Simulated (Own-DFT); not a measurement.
# What a defect does to the pressure of its cell: zincblende GaAs

No measurement is shown. These are fixed-geometry runs of a retired plane-wave code named Own-DFT, which no person has reviewed; spin and spin-orbit coupling are neglected.

All runs used: PBE; PseudoDojo norm-conserving scalar-relativistic files; cutoff 42 hartree; 3 x 3 x 3 k mesh centred on Gamma; Fermi-Dirac smearing of 0.1 eV.

Limits (not all hold for every row): not probed for a lower state with spin; forces on such cells failed a check on a denser k mesh; forces not confirmed at this smearing and k mesh; forces on such cells passed a denser k mesh, each cell not checked; stress not checked against mesh or cutoff.

All runs share one cell, with vectors in Å (11.307, 0.000, 0.000); (0.000, 11.307, 0.000); (0.000, 0.000, 11.307) and a volume of 1445.4 Å³. The atoms are randomly displaced, by u rms on each axis. The defect's site can differ from row to row.

```
cell,formula,u (Å),P (GPa)
no defect,As32Ga32,0.0205,3.53
no defect,As32Ga32,0.0466,3.91
no defect,As32Ga32,0.0518,3.98
one As on a Ga site,As33Ga31,0.0304,4.29
one As on a Ga site,As33Ga31,0.0481,4.56
one As on a Ga site,As33Ga31,0.0491,4.48
two Ga vacancies,As32Ga30,0.0284,?
two Ga vacancies,As32Ga30,0.0295,3.00
two Ga vacancies,As32Ga30,0.0310,2.93
two Ga vacancies,As32Ga30,0.0312,2.98
one In on a Ga site,As32Ga31In,0.0305,4.35
one In on a Ga site,As32Ga31In,0.0516,4.70
one In on a Ga site,As32Ga31In,0.0529,4.80
one P on an As site,As31Ga32P,0.0298,3.34
one P on an As site,As31Ga32P,0.0303,3.35
one P on an As site,As31Ga32P,0.0312,3.39
```

## Analysis

P = P0 + c u² + a shift for each defect gives P0 = 3.46 GPa, c = 200 ± 16 GPa/Å² and a scatter of 0.04 GPa. The shifts, and each times the cell's volume:

- one In on a Ga site: 0.73 ± 0.03 GPa, 6.6 eV
- one As on a Ga site: 0.61 ± 0.03 GPa, 5.5 eV
- one P on an As site: -0.28 ± 0.04 GPa, -2.5 eV
- two Ga vacancies: -0.67 ± 0.04 GPa, -6.1 eV (-3.0 eV for each of its 2 sites)

A positive shift means that the defect pushes the cell outwards. Shift times volume (160.2 GPa Å³ is 1 eV) depends little on the cell's size, so, taken for each site, it can be compared between cells at like pressure. The atoms around the defects weren't relaxed, which would change these numbers.

## Withheld run

Asked: what pressure belongs in the blank (two Ga vacancies, u = 0.0284 Å)?

The fitted form gives 2.95 ± 0.05 GPa. DFT gave 2.95 GPa.
